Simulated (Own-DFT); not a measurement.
# A change of arrangement and its cost: In48P48, 96 atoms

These are calculations, not measurements. The program, named Own-DFT, is a retired in-house plane-wave density functional code that no person has reviewed. Each row is one single-point run on a periodic cell that was not relaxed, without spin or spin-orbit coupling.

Settings of every run: PBE; PseudoDojo norm-conserving scalar-relativistic files; cutoff 36 hartree; 2 x 3 x 3 k mesh centred on Gamma; Fermi-Dirac smearing of 0.1 eV.

Known limits, some of them of some rows only: not probed for a lower state with spin; forces on such cells failed a check on a denser k mesh; forces not confirmed at this smearing and k mesh; stress not checked against mesh or cutoff.

All cells hold the same atoms in the same cell, with vectors in Å (17.606, 0.000, 0.000); (0.000, 11.737, 0.000); (0.000, 0.000, 11.737). Every atom was moved at random from its ideal site; u is the rms move along one axis. The defect's site can differ from row to row. E is the free energy of the cell above the lowest run. The arrangements:

- A: zincblende InP
- B: zincblende InP, with one In on a P site and one P on an In site, 2.5 Å apart

```
arrangement,u (Å),E (eV),P (GPa)
A,0.0193,0.000,3.20
A,0.0199,0.098,3.21
A,0.0201,0.069,3.20
A,0.0501,2.803,3.54
A,0.0519,3.296,3.60
A,0.0527,3.263,3.64
B,0.0283,4.645,3.51
B,0.0285,4.691,3.52
B,0.0315,4.941,3.56
B,0.0445,6.295,3.72
B,0.0507,7.574,3.90
B,0.0527,7.986,3.95
```

Question: once the cost of the random moves is taken out, how do the arrangements rank?

## Worked answer

Fit E = a + b u², with one b for all and one a for each arrangement, and with residuals divided by u², since the noise grows with the moves. Then b = 1437 eV/Å², the scatter at u = 0.04 Å is 0.16 eV, and against A:

- B: 4.04 ± 0.06 eV (higher)

These are energies of unrelaxed cells. Relaxing the atoms lowers the strained arrangements most, so the gaps would shrink and small ones could change sign.
